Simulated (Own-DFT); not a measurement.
# One host, several defects: C40 NbSi2

No measurement is shown. These are fixed-geometry runs of a retired plane-wave code named Own-DFT, which no person has reviewed; spin and spin-orbit coupling are neglected.

Common settings: PBE; PseudoDojo norm-conserving scalar-relativistic files; cutoff 42 hartree; 4 x 4 x 5 k mesh centred on Gamma; cold (Marzari-Vanderbilt) smearing of 0.2 eV.

Known weak points: forces on such cells failed a check on a denser k mesh; stress not checked against mesh or cutoff.

All runs share one cell, with vectors in Å (0.000, 8.324, 0.000); (-9.613, 0.000, 0.000); (0.000, 0.000, 6.586) and a volume of 527.0 Å³. The atoms are randomly displaced, by u rms on each axis. The defect's site can differ from row to row.

```
                    cell   formula   u (Å)  P (GPa)
               no defect  Nb12Si24  0.0204     1.52
               no defect  Nb12Si24  0.0217     1.54
               no defect  Nb12Si24  0.0477     2.56
          one Si vacancy  Nb12Si23  0.0298     0.98
          one Si vacancy  Nb12Si23  0.0460     1.41
          one Si vacancy  Nb12Si23  0.0492     1.57
        two Nb vacancies  Nb10Si24  0.0308    -0.14
        two Nb vacancies  Nb10Si24  0.0342     0.11
        two Nb vacancies  Nb10Si24  0.0471     0.32
two Nb on a Si site each  Nb14Si22  0.0311     7.55
two Nb on a Si site each  Nb14Si22  0.0338     7.66
two Nb on a Si site each  Nb14Si22  0.0407     7.84
two Nb on a Si site each  Nb14Si22  0.0563        ?
two Si on a Nb site each  Nb10Si26  0.0259     1.62
two Si on a Nb site each  Nb10Si26  0.0276     1.62
two Si on a Nb site each  Nb10Si26  0.0529     2.58
```

## What the rows give

P = P0 + c u² + a shift for each defect gives P0 = 1.39 GPa, c = 457 ± 33 GPa/Å² and a scatter of 0.09 GPa. The shifts, and each times the cell's volume:

- two Nb on a Si site each: 5.72 ± 0.07 GPa, 18.8 eV (9.4 eV for each of its 2 sites)
- two Si on a Nb site each: -0.10 ± 0.07 GPa, -0.3 eV (-0.2 eV for each of its 2 sites) (not resolved)
- one Si vacancy: -0.90 ± 0.08 GPa, -3.0 eV
- two Nb vacancies: -1.96 ± 0.07 GPa, -6.4 eV (-3.2 eV for each of its 2 sites)

Against the defect-free cell, a freed cell would be larger where the shift is positive and smaller where it is negative (160.2 GPa Å³ is 1 eV). The atoms around the defects weren't relaxed, which would change these numbers.

## The run left out

Question: what pressure belongs in the blank (two Nb on a Si site each, u = 0.0563 Å)?

The fit gives 8.55 ± 0.12 GPa. The hidden result is 8.77 GPa.
